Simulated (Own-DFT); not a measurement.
# Strain and stress in wurtzite GaN, 72 atoms (Ga36N36)

Calculated results; nothing here was measured. They come from Own-DFT, an in-house plane-wave density functional program, since retired, whose code no person has reviewed. Each row is one single-point run on a periodic cell that was not relaxed, without spin or spin-orbit coupling.

Settings of every run: PBE; PseudoDojo norm-conserving scalar-relativistic files; cutoff 42 hartree; 4 x 4 x 3 k mesh centred on Gamma; Fermi-Dirac smearing of 0.1 eV.

Known limits: forces not confirmed at this smearing and k mesh; stress not checked against mesh or cutoff.

Unstrained cell vectors in Å: (9.567, 0.000, 0.000); (-4.783, 8.285, 0.000); (0.000, 0.000, 10.370). The unstrained cell has measured lattice constants (interpolated for alloys), not those of this functional. That, the random moves and any unrelaxed bonds set the pressure at no strain. Each run strains this cell uniformly, with the atoms carried along. Every atom was also moved at random, by a Gaussian of width 0.05 Å on each axis. Strain is the symmetric tensor, in per cent. Stress is positive in tension, and the pressure is minus a third of its trace.

```
run,e_xx (%),e_yy (%),e_zz (%),e_yz (%),e_xz (%),e_xy (%),s_xx (GPa),s_yy (GPa),s_zz (GPa),s_yz (GPa),s_xz (GPa),s_xy (GPa),P (GPa),E (meV/atom)
1,-1.34,-0.94,0.44,-0.53,1.68,-1.25,-15.55,-10.94,-8.79,-0.34,4.13,-3.86,11.76,35.4
2,-0.96,-0.33,0.11,0.53,-0.37,0.36,-10.40,-12.23,-8.48,2.49,-0.64,1.57,10.37,30.4
3,0.84,-1.44,1.74,-1.71,-0.34,-1.85,-6.52,-10.23,-1.30,-3.38,-0.61,-6.19,6.02,33.0
4,-1.97,-1.39,1.84,-0.63,-1.24,0.11,-19.67,-13.22,-1.57,-0.62,-3.00,2.68,11.49,34.0
5,-1.81,-0.93,-0.71,1.41,-0.76,0.67,-17.93,-14.31,-13.95,3.21,-1.76,1.63,15.40,50.1
6,-0.93,-1.14,-1.07,0.45,1.92,-1.54,-14.84,-14.59,-13.19,0.81,3.96,-4.28,14.21,34.6
7,-0.30,-1.59,-1.32,0.40,-0.40,2.00,-10.59,-16.66,-18.22,2.05,-1.30,6.95,15.16,57.3
8,-0.98,0.18,-0.67,1.53,0.56,0.76,-10.89,-8.37,-12.56,2.72,0.85,2.97,10.61,25.7
9,-1.32,0.22,-0.59,-1.43,1.77,0.56,-14.97,-7.60,-11.47,-3.34,4.68,1.63,11.35,29.7
10,-1.59,-0.55,1.76,-0.65,-1.69,-1.70,-13.75,-10.38,-1.28,-1.67,-3.86,-5.34,8.47,20.1
11,0.51,-0.51,-1.77,1.27,-0.30,1.10,-6.92,-10.72,-17.51,3.29,0.39,2.95,11.72,44.0
12,1.11,0.61,1.25,-0.12,-0.38,0.19,-1.35,-2.78,-1.97,-0.55,-0.36,0.10,2.03,0.0
13,0.33,0.73,-0.68,-0.91,-1.33,0.02,-5.78,-4.16,-10.01,-1.56,-2.84,0.29,6.65,10.6
14,1.73,1.08,-0.95,1.61,-0.47,1.81,0.52,-1.97,-10.13,2.45,-0.75,4.75,3.86,6.1
15,0.14,1.22,-1.13,0.82,-1.48,1.44,-5.80,-3.85,-11.86,2.30,-2.71,4.76,7.17,17.9
16,0.70,0.43,0.66,-1.33,-1.82,-0.18,?,?,?,?,?,?,?,?
```

E is the free energy for each atom above the lowest run shown.

## Worked fit

Each stress component was fitted by least squares to a constant and the strains of the runs shown, as fractions, with shears doubled. Shear strains stay in the fit of a normal stress only where such slopes are resolved. The slopes, in GPa:

```
stress  at no strain  per e_xx  per e_yy  per e_zz  scatter
  s_xx          -7.9  438 ± 33  156 ± 41   26 ± 28     1.24
  s_yy          -7.5  112 ± 27  418 ± 34  107 ± 23     1.02
  s_zz          -8.3   40 ± 25  132 ± 31  477 ± 21     0.94
```

Each shear stress against twice its own strain: yz 95 ± 11, xz 114 ± 7, xy 169 ± 13 GPa. These are stiffnesses along x, y and z of the frame in which the cell vectors are given, which need not be the crystal's axes. The atoms are held to the strained lattice; where symmetry lets them move under strain, relaxing them would lower some slopes. The table should be nearly symmetric about its diagonal, and what it lacks of that shows the noise. A ninth of its sum, 212 ± 5 GPa, estimates the bulk modulus near the mean pressure of these runs, 9.7 GPa, so it lies above the value at zero pressure.

## Withheld run

Question: what normal stresses and pressure should run 16 give?

The fit gives s_xx = -4.0, s_yy = -4.2, s_zz = -4.3 and P = 4.2 GPa. The calculation gave -3.23, -5.06, -4.18 and P = 4.16 GPa.
